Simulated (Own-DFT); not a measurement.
InGa$_{3}$As$_{4}$ (zincblende random alloy, strained, atoms displaced) (calculated)

All values are calculated (Own-DFT development build). A calculation, not a measurement: plane-wave PBE density functional theory by an unreviewed code, no spin, of a simulated periodic cell, stress positive in tension, free energy of the whole cell less one offset for each atom, forces on such cells passed a denser k mesh, this cell's mesh not checked; offsets are fitted by least squares, one for each functional and potential file, so energies compare only between cells with the same atoms and settings and are not formation energies; the far tail of each file's local potential was reset to the Coulomb form; each entry is a single point on an unrelaxed cell, so the pressure reflects the starting lattice, mostly measured values, from which strain is counted, and rises with the displacements; printed positions are rounded, which can move forces by about a meV/angstrom; the program is a retired in-house code; no spin-orbit coupling; before rounding, a Quantum ESPRESSO 7.3.1 run of the same cell and cutoff gave forces within 1 meV/angstrom rms on each cell, which checks the program and not the settings.

```yaml
- formula: InGa3As4
  kind: "zincblende random alloy, strained, atoms displaced"
  structure:
    cell_angstrom: [[11.3066, 0.0, 0.0], [0.0, 11.3066, 0.0], [0.0, 0.0, 11.7318]]
    atoms_fractional:
      - [Ga, 0.00834, 0.00092, 0.99762]
      - [Ga, 0.99793, 0.25149, 0.24803]
      - [Ga, 0.24801, 0.00055, 0.2566]
      - [In, 0.25169, 0.24798, 0.00076]
      - [As, 0.12219, 0.12739, 0.12236]
      - [As, 0.1172, 0.36676, 0.37762]
      - [As, 0.37435, 0.13496, 0.37779]
      - [As, 0.37142, 0.37867, 0.11943]
      - [Ga, 0.9956, 0.99853, 0.49714]
      - [Ga, 0.99384, 0.24613, 0.75012]
      - [Ga, 0.24809, 0.99995, 0.75296]
      - [In, 0.24658, 0.25543, 0.49653]
      - [As, 0.12212, 0.1235, 0.63033]
      - [As, 0.12114, 0.37307, 0.87838]
      - [As, 0.36581, 0.13227, 0.88292]
      - [As, 0.37307, 0.37062, 0.62148]
      - [Ga, 0.00593, 0.50277, 0.00238]
      - [Ga, 0.0025, 0.74399, 0.25072]
      - [Ga, 0.25643, 0.50909, 0.25478]
      - [Ga, 0.24996, 0.74835, 0.00103]
      - [As, 0.12471, 0.62579, 0.1206]
      - [As, 0.12866, 0.87453, 0.37369]
      - [As, 0.3772, 0.62118, 0.36998]
      - [As, 0.38169, 0.8705, 0.1206]
      - [In, 0.99986, 0.49558, 0.50535]
      - [Ga, 0.99927, 0.74569, 0.74488]
      - [Ga, 0.24838, 0.49866, 0.75484]
      - [Ga, 0.25028, 0.74553, 0.49497]
      - [As, 0.12485, 0.62867, 0.6227]
      - [As, 0.12734, 0.87475, 0.87179]
      - [As, 0.37111, 0.62588, 0.87219]
      - [As, 0.372, 0.87556, 0.6201]
      - [Ga, 0.50478, 0.00476, 0.00186]
      - [Ga, 0.50262, 0.24647, 0.2412]
      - [In, 0.75357, 0.00424, 0.25015]
      - [In, 0.75248, 0.25237, 0.99847]
      - [As, 0.61446, 0.12089, 0.12578]
      - [As, 0.62914, 0.37324, 0.37091]
      - [As, 0.8722, 0.12004, 0.36917]
      - [As, 0.87623, 0.38476, 0.12472]
      - [Ga, 0.4962, 0.00119, 0.49728]
      - [Ga, 0.50466, 0.25196, 0.76058]
      - [Ga, 0.75503, 0.99578, 0.75436]
      - [In, 0.74496, 0.25024, 0.49764]
      - [As, 0.62718, 0.12157, 0.62143]
      - [As, 0.62283, 0.37406, 0.86946]
      - [As, 0.86865, 0.12592, 0.86939]
      - [As, 0.8756, 0.37729, 0.63]
      - [Ga, 0.49935, 0.50041, 0.99773]
      - [In, 0.50233, 0.74136, 0.2537]
      - [Ga, 0.74304, 0.50152, 0.24457]
      - [Ga, 0.75018, 0.74798, 0.99827]
      - [As, 0.6201, 0.61952, 0.12292]
      - [As, 0.62438, 0.87682, 0.38012]
      - [As, 0.87057, 0.62669, 0.3872]
      - [As, 0.87593, 0.87445, 0.12358]
      - [Ga, 0.50953, 0.49967, 0.49499]
      - [In, 0.50427, 0.74755, 0.74859]
      - [Ga, 0.74063, 0.49645, 0.75413]
      - [Ga, 0.75917, 0.74194, 0.5021]
      - [As, 0.62057, 0.62402, 0.63193]
      - [As, 0.61819, 0.87475, 0.87246]
      - [As, 0.88539, 0.6272, 0.8753]
      - [As, 0.8749, 0.86838, 0.62678]
  settings:
    functional: PBE
    potential_files: "PseudoDojo norm-conserving, scalar-relativistic, standard set"
    "wave_cutoff [hartree]": 42.0
    occupations: Fermi-Dirac
    "smearing_width [eV]": 0.1
    k_mesh: "3 x 3 x 3 centred on Gamma"
  results:
    "free_energy_of_cell_above_offsets [eV]": "-20.477"
    "pressure [GPa]": 6.18
    "stress_xx [GPa]": -6.74
    "stress_yy [GPa]": -6.88
    "stress_zz [GPa]": -4.93
    "stress_yz [GPa]": -1.11
    "stress_xz [GPa]": 0.24
    "stress_xy [GPa]": -0.14
    force_element: [Ga, Ga, Ga, In, As, As, As, As, Ga, Ga, Ga, In, As, As, As, As, Ga, Ga, Ga, Ga, As, As, As, As, In, Ga, Ga, Ga, As, As, As, As, Ga, Ga, In, In, As, As, As, As, Ga, Ga, Ga, In, As, As, As, As, Ga, In, Ga, Ga, As, As, As, As, Ga, In, Ga, Ga, As, As, As, As]
    "force_x [eV/angstrom]": [-0.821, -0.273, 0.68, -1.557, -0.611, -0.057, 1.183, 1.24, 0.348, 0.358, 0.387, -0.356, -0.572, -0.786, 2.931, 1.598, -0.322, -0.453, -1.307, 0.156, 0.479, -0.621, -0.733, -1.096, 0.18, 0.446, -0.098, 0.161, 1.251, -0.249, -0.431, -0.512, -1.211, -0.972, -1.394, -0.579, 0.632, -1.324, 2.462, 0.578, -0.035, -1.092, -0.735, 1.335, -1.182, -0.455, 1.512, -1.095, -0.388, 0.51, 0.667, 0.051, 1.284, 0.412, 0.238, 0.832, -0.756, -1.885, 1.264, -1.808, 2.06, 1.702, -1.182, 0.015]
    "force_y [eV/angstrom]": [-0.194, -0.23, 0.257, 1.421, -1.004, 1.426, -1.589, 0.945, -0.13, 0.389, 0.095, -1.029, -0.529, 0.603, -2.684, 1.547, -0.243, 0.426, -1.397, 0.457, -0.041, -0.329, -0.675, 1.066, 0.397, 0.531, -0.206, 0.297, 0.194, -0.487, -0.753, 0.509, -0.693, 0.982, -1.542, -0.051, 0.61, 0.937, 1.666, 0.108, 0.108, -1.027, -0.239, -0.086, -0.946, 1.046, -1.135, -0.707, -0.141, 1.597, 0.186, 0.157, -0.29, -0.493, -0.509, -0.801, -0.304, 0.896, 0.638, 1.243, -1.554, 1.234, -0.524, 0.597]
    "force_z [eV/angstrom]": [-0.223, -0.22, -0.884, 1.085, 1.536, -2.686, -1.601, 1.69, 0.401, 0.012, -0.311, 1.227, -0.063, -1.122, -2.706, 1.616, -0.44, 0.14, -0.939, -0.278, 0.943, 0.203, 2.517, -0.114, -0.335, 0.306, -0.673, 0.228, 0.903, 0.199, 1.094, -0.271, -0.865, 0.701, -1.033, 0.799, -0.334, -1.484, 1.44, 0.742, 0.211, -1.54, -0.741, 0.553, 1.749, 0.844, 0.094, 1.495, -0.425, -0.426, 0.638, -0.024, -1.305, 1.084, -2.812, -0.817, 0.519, 0.05, -0.341, 0.951, -2.346, 1.527, 0.023, -0.158]
```
